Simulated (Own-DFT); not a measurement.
# Response to strain: wurtzite AlN, 128 atoms (Al64N64)

These are calculations, not measurements. The program, named Own-DFT, is a retired in-house plane-wave density functional code that no person has reviewed. Each row is one single-point run on a periodic cell that was not relaxed, without spin or spin-orbit coupling.

Settings of every run: PBE; PseudoDojo norm-conserving scalar-relativistic files; cutoff 42 hartree; 3 x 3 x 3 k mesh centred on Gamma; Gaussian smearing of 0.01 eV.

Known limits: k mesh not checked against a denser one; stress not checked against mesh or cutoff.

Unstrained cell vectors in Å: (12.448, 0.000, 0.000); (-6.224, 10.780, 0.000); (0.000, 0.000, 9.964). The unstrained cell has measured lattice constants (interpolated for alloys), not those of this functional. That, the random moves and any unrelaxed bonds set the pressure at no strain. Each run strains this cell uniformly, with the atoms carried along. Every atom was also moved at random, by a Gaussian of width 0.05 Å on each axis. Strain is the symmetric tensor, in per cent. Stress is positive in tension, and the pressure is minus a third of its trace.

| run | e_xx (%) | e_yy (%) | e_zz (%) | e_yz (%) | e_xz (%) | e_xy (%) | s_xx (GPa) | s_yy (GPa) | s_zz (GPa) | s_yz (GPa) | s_xz (GPa) | s_xy (GPa) | P (GPa) | E (meV/atom) |
|---|---|---|---|---|---|---|---|---|---|---|---|---|---|---|
| 1 | 1.82 | -0.80 | 1.71 | 1.30 | -1.32 | 1.86 | 3.20 | -7.24 | 1.36 | 3.71 | -3.04 | 6.29 | 0.89 | 15.9 |
| 2 | -1.89 | -1.80 | 1.74 | -1.66 | 1.89 | 0.18 | -16.54 | -15.68 | -1.13 | -4.92 | 4.79 | 1.34 | 11.12 | 37.0 |
| 3 | -0.28 | 1.48 | -1.22 | 1.92 | 0.63 | -0.27 | -8.19 | -0.40 | -10.29 | 4.84 | 2.25 | -2.07 | 6.29 | 28.0 |
| 4 | -1.33 | 0.69 | -1.85 | -0.54 | -0.08 | 0.31 | -12.79 | -5.54 | -15.44 | -1.04 | -1.03 | 0.45 | 11.26 | 21.6 |
| 5 | -0.31 | 1.78 | 1.59 | 0.36 | -1.83 | 0.93 | -4.08 | 1.81 | 2.79 | 1.20 | -4.36 | 2.33 | -0.17 | 8.2 |
| 6 | -1.08 | -1.34 | 0.03 | 0.36 | -1.82 | 0.72 | -13.44 | -12.87 | -6.13 | 1.20 | -4.83 | 3.16 | 10.82 | 8.1 |
| 7 | 0.49 | -1.91 | 1.42 | -0.46 | -1.28 | 0.31 | -5.03 | -14.28 | -0.11 | -1.61 | -3.27 | 1.74 | 6.47 | 18.4 |
| 8 | 1.29 | -1.94 | -0.22 | 0.76 | -1.15 | 0.69 | -1.61 | -14.61 | -7.02 | 2.10 | -2.90 | 2.94 | 7.75 | 16.2 |
| 9 | 0.18 | 1.19 | -1.77 | -1.28 | 0.97 | 0.44 | -4.47 | -2.17 | -12.91 | -3.25 | 2.57 | 1.66 | 6.52 | 13.1 |
| 10 | -0.25 | 0.54 | -1.68 | -1.98 | -0.51 | 1.05 | -9.21 | -5.44 | -12.25 | -5.56 | -1.47 | 3.80 | 8.97 | 28.2 |
| 11 | -1.08 | -0.55 | -0.44 | 1.28 | 0.41 | -0.05 | -12.56 | -8.50 | -9.60 | 3.46 | 0.93 | -0.11 | 10.22 | 14.6 |
| 12 | 1.88 | -1.78 | -1.96 | 1.80 | -1.54 | -0.29 | 0.06 | -14.23 | -16.83 | 5.42 | -4.03 | -1.72 | 10.33 | 31.5 |
| 13 | 1.55 | 1.99 | -0.43 | -0.53 | -1.09 | 0.43 | 1.21 | 5.27 | -4.80 | -1.20 | -3.14 | 1.08 | -0.56 | 1.8 |
| 14 | 0.22 | -0.68 | -0.35 | 0.75 | -0.63 | -1.18 | -6.01 | -8.87 | -6.99 | 1.85 | -2.95 | -4.09 | 7.29 | 6.9 |
| 15 | 1.23 | 0.93 | 1.13 | -0.64 | 0.33 | -1.38 | 1.70 | 0.43 | -0.18 | -0.88 | 0.83 | -5.21 | -0.65 | 0.0 |
| 16 | 1.17 | -1.75 | 0.86 | -0.03 | -1.42 | -0.42 | ? | ? | ? | ? | ? | ? | ? | ? |

E is the free energy for each atom above the lowest run shown.

## Worked fit

Each stress component was fitted by least squares to a constant and the strains of the runs shown, as fractions, with shears doubled. Shear strains stay in the fit of a normal stress only where such slopes are resolved. The slopes, in GPa:

```
stress,at no strain,per e_xx,per e_yy,per e_zz,scatter
s_xx,-6.4,491 ± 19,92 ± 16,72 ± 17,0.86
s_yy,-6.2,93 ± 17,468 ± 15,59 ± 15,0.76
s_zz,-5.9,46 ± 22,84 ± 19,457 ± 19,0.98
```

Each shear stress against twice its own strain: yz 134 ± 5, xz 139 ± 7, xy 177 ± 7 GPa. These are stiffnesses along x, y and z of the frame in which the cell vectors are given, which need not be the crystal's axes. The atoms are held to the strained lattice; where symmetry lets them move under strain, relaxing them would lower some slopes. The table should be nearly symmetric about its diagonal, and what it lacks of that shows the noise. A ninth of its sum, 207 ± 5 GPa, estimates the bulk modulus near the mean pressure of these runs, 6.4 GPa, so it lies above the value at zero pressure.

## Withheld run

Question: what normal stresses and pressure should run 16 give?

The fit gives s_xx = -1.6, s_yy = -12.8, s_zz = -2.9 and P = 5.8 GPa. The calculation gave -1.50, -14.04, -1.11 and P = 5.55 GPa.
